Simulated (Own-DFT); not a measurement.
# Bulk modulus against bond length in tetrahedral crystals

The numbers are computed, not measured, by runs of the plane-wave DFT program Own-DFT (in-house, retired, unreviewed) at fixed positions, with no spin and no spin-orbit coupling.

Keep in mind (not all hold for every row): forces on such cells moved up to 12 meV/angstrom on a denser k mesh; forces not confirmed at this smearing and k mesh; k mesh not checked against a denser one; forces on such cells passed a denser k mesh, each cell not checked; stress not checked against mesh or cutoff.

All runs are PBE with PseudoDojo norm-conserving files; cutoff and k mesh are each material's own. Every cell starts from measured lattice constants and was given uniform random strains and small random moves of its atoms. Each triple is the change of volume in per cent, the rms move u in Å and the pressure in GPa.

- 3C SiC (C48Si48), 10.36 Å³/atom unstrained: (-1.30, 0.050, 8.69); (0.58, 0.047, 4.26); (1.35, 0.048, 2.06); (1.48, 0.048, 2.14); (1.76, 0.049, 1.38); (1.95, 0.052, 1.11); (2.12, 0.050, 1.08)
- wurtzite AlN (Al64N64), 10.45 Å³/atom unstrained: (-1.15, 0.050, 8.07); (-1.11, 0.054, 9.02); (-1.04, 0.047, 8.40); (0.56, 0.046, 4.22); (0.77, 0.051, 3.84); (2.50, 0.050, 0.37); (3.12, 0.049, -0.72)
- wurtzite GaN (Ga36N36), 11.42 Å³/atom unstrained: withheld
- diamond silicon (Si64), 20.02 Å³/atom unstrained: (-2.40, 0.052, 5.14); (-0.75, 0.049, 3.33); (-0.43, 0.051, 3.33); (1.15, 0.050, 1.55); (1.46, 0.054, 1.52); (2.45, 0.052, 0.45); (3.60, 0.052, -0.58)
- zincblende GaP (Ga32P32), 20.24 Å³/atom unstrained: (-2.70, 0.047, 5.81); (-1.77, 0.049, 4.87); (-1.67, 0.050, 5.17); (-1.08, 0.050, 4.42); (-0.45, 0.050, 3.84); (-0.28, 0.051, 3.57); (1.16, 0.047, 2.13)
- zincblende InP (In32P32), 25.27 Å³/atom unstrained: (-2.30, 0.048, 5.44); (-0.76, 0.053, 4.17); (-0.25, 0.050, 3.79); (0.20, 0.050, 3.57); (0.49, 0.051, 3.33); (0.88, 0.047, 3.11); (1.90, 0.049, 2.44)
- grey tin (Sn64), 34.15 Å³/atom unstrained: (-2.00, 0.050, 4.89); (-0.85, 0.051, 4.27); (-0.53, 0.049, 3.85); (1.33, 0.051, 2.94); (1.57, 0.049, 3.01); (1.66, 0.051, 2.95); (1.82, 0.052, 2.77)

## What the rows give

Fit a line to each set against the fractional change of volume; B is minus its slope, and u is nearly the same within a set. To take it to zero pressure, assume that B rises by 4 GPa for each GPa: B0 = B - 4 x (mean pressure). The bond length of an ideal tetrahedral crystal with the unstrained volume v is d = (√3/4)(8 v)^(1/3). Cohen's empirical rule reads B0 = (1971 - 220 L) d^(-3.5) GPa, with L = 0 for group IV crystals and SiC and 1 for III-V compounds.

```
material,L,d (Å),B (GPa),mean P (GPa),B0 (GPa),rule (GPa)
3C SiC (C48Si48),0,1.888,231 ± 9,3.0,219 ± 9,213
wurtzite AlN (Al64N64),1,1.893,222 ± 10,4.7,203 ± 10,188
wurtzite GaN (Ga36N36),1,1.950,?,?,?,169
diamond silicon (Si64),0,2.352,95 ± 3,2.1,87 ± 3,99
zincblende GaP (Ga32P32),1,2.360,96 ± 5,4.3,79 ± 5,87
zincblende InP (In32P32),1,2.541,71 ± 3,3.7,56 ± 3,67
grey tin (Sn64),0,2.810,53 ± 3,3.5,39 ± 3,53
```

A line through ln[B0/(1971 - 220 L)] against ln d has a slope of -4.4 ± 0.1 and a scatter of 3 %. Against the rule, B0 stands at 103 % for 3C SiC, 108 % for wurtzite AlN, 88 % for diamond silicon, 91 % for zincblende GaP, 84 % for zincblende InP, 74 % for grey tin. PBE tends to make silicon and heavier crystals too soft, and the rule itself is only a guide.

## Test on the hidden row

The question: what B0 does the fitted trend give for wurtzite GaN (Ga36N36)?

From the line: 175 GPa. Its own runs give B = 214 ± 8 GPa at a mean pressure of 10.4 GPa, so B0 = 172 GPa.
